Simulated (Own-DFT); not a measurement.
# Strain and stress in C40 NbSi2, 36 atoms (Nb12Si24)

All numbers below are calculated, not measured. They come from Own-DFT, an in-house plane-wave density functional program, since retired, whose code no person has reviewed. Each row is one single-point run on a periodic cell that was not relaxed, without spin or spin-orbit coupling.

Settings of every run: PBE; PseudoDojo norm-conserving scalar-relativistic files; cutoff 42 hartree; 4 x 4 x 5 k mesh centred on Gamma; cold (Marzari-Vanderbilt) smearing of 0.2 eV.

Known limits: forces on such cells failed a check on a denser k mesh; stress not checked against mesh or cutoff.

Unstrained cell vectors in Å: (0.000, 8.324, 0.000); (-9.613, 0.000, 0.000); (0.000, 0.000, 6.586). The unstrained cell was taken from the Materials Project. The random moves and any unrelaxed bonds add to the pressure at no strain. Each run strains this cell uniformly, with the atoms carried along. Every atom was also moved at random, by a Gaussian of width 0.05 Å on each axis. Strain is the symmetric tensor, in per cent. Stress is positive in tension, and the pressure is minus a third of its trace.

```
run  e_xx (%)  e_yy (%)  e_zz (%)  e_yz (%)  e_xz (%)  e_xy (%)  s_xx (GPa)  s_yy (GPa)  s_zz (GPa)  s_yz (GPa)  s_xz (GPa)  s_xy (GPa)  P (GPa)  E (meV/atom)
  1     -1.52      1.70     -0.78     -1.43      1.76      0.41       -7.55        1.66       -7.34       -4.74        5.83        1.47     4.41          25.5
  2     -1.33     -0.40      1.07      1.63      0.28      1.52       -6.33       -3.93       -0.27        5.20        0.94        4.68     3.51          10.8
  3      1.05      0.16     -0.08     -0.09      0.66     -1.48        1.36       -1.46       -4.24        0.11        1.83       -4.50     1.45          22.2
  4      1.22     -0.36      0.56     -1.74     -1.14     -0.97        2.28       -2.79       -0.73       -4.73       -2.90       -3.05     0.41          14.5
  5      0.25     -0.02      1.04      0.79     -1.05      0.10       -0.56       -0.66        0.80        1.91       -3.21       -0.17     0.14           0.0
  6      1.69     -1.54      1.80     -0.07      0.53     -0.55        4.50       -6.05        4.27       -0.27        1.29       -1.56    -0.91           9.9
  7     -0.92     -0.03     -0.31      0.89     -1.85     -1.96       -7.30       -3.83       -6.91        1.87       -5.68       -6.44     6.01          41.4
  8      0.35      0.71      0.20      0.26      1.13     -1.82       -0.58        0.84       -1.45        0.78        3.75       -5.17     0.40           0.8
  9      1.44      0.47     -0.31     -0.63      1.22      0.13        2.74        0.03       -3.53       -1.82        3.35       -0.10     0.25          10.2
 10     -1.08     -1.38      1.42      0.21     -0.16      1.38       -7.14       -6.79        0.54        0.28        0.14        4.46     4.46          21.0
 11     -0.73     -1.24     -0.57     -0.76     -0.12     -0.20       -6.17       -7.81       -8.65       -2.92       -0.68       -0.78     7.54          15.1
 12     -1.48     -0.91      0.97     -0.18      0.51      1.16       -7.89       -6.02       -0.62       -0.65        1.55        3.80     4.84           7.4
 13      0.07     -1.93     -1.17      0.88     -0.81      0.65       -4.83      -10.72      -11.07        2.90       -2.94        2.56     8.87          25.0
 14     -0.83      0.35      0.68      0.20      1.59      0.27       -4.37       -0.77       -0.48        0.76        4.33        0.93     1.87           1.0
 15     -1.34      0.73      1.68     -1.52      0.95      1.02       -5.52        0.71        2.57       -4.99        2.75        3.72     0.75          18.0
 16     -1.16     -1.07     -0.66      0.50      1.14     -0.27           ?           ?           ?           ?           ?           ?        ?             ?
```

E is the free energy for each atom above the lowest run shown.

## Worked fit

Each stress component was fitted by least squares to a constant and the strains of the runs shown, as fractions, with shears doubled. Shear strains stay in the fit of a normal stress only where such slopes are resolved. The slopes, in GPa:

```
stress  at no strain  per e_xx  per e_yy  per e_zz  scatter
  s_xx          -2.6  376 ± 11   76 ± 13   93 ± 14     0.47
  s_yy          -2.5    64 ± 9  370 ± 11   93 ± 12     0.40
  s_zz          -4.0   77 ± 14   86 ± 16  467 ± 17     0.60
```

Each shear stress against twice its own strain: yz 154 ± 6, xz 145 ± 7, xy 151 ± 6 GPa. These are stiffnesses along x, y and z of the frame in which the cell vectors are given, which need not be the crystal's axes. The atoms are held to the strained lattice; where symmetry lets them move under strain, relaxing them would lower some slopes. The table should be nearly symmetric about its diagonal, and what it lacks of that shows the noise. A ninth of its sum, 189 ± 8 GPa, estimates the bulk modulus near the mean pressure of these runs, 2.9 GPa, so it lies above the value at zero pressure.

## Withheld run

Question: what normal stresses and pressure should run 16 give?

The fit gives s_xx = -8.4, s_yy = -7.8, s_zz = -8.9 and P = 8.4 GPa. The calculation gave -8.66, -7.32, -8.67 and P = 8.22 GPa.
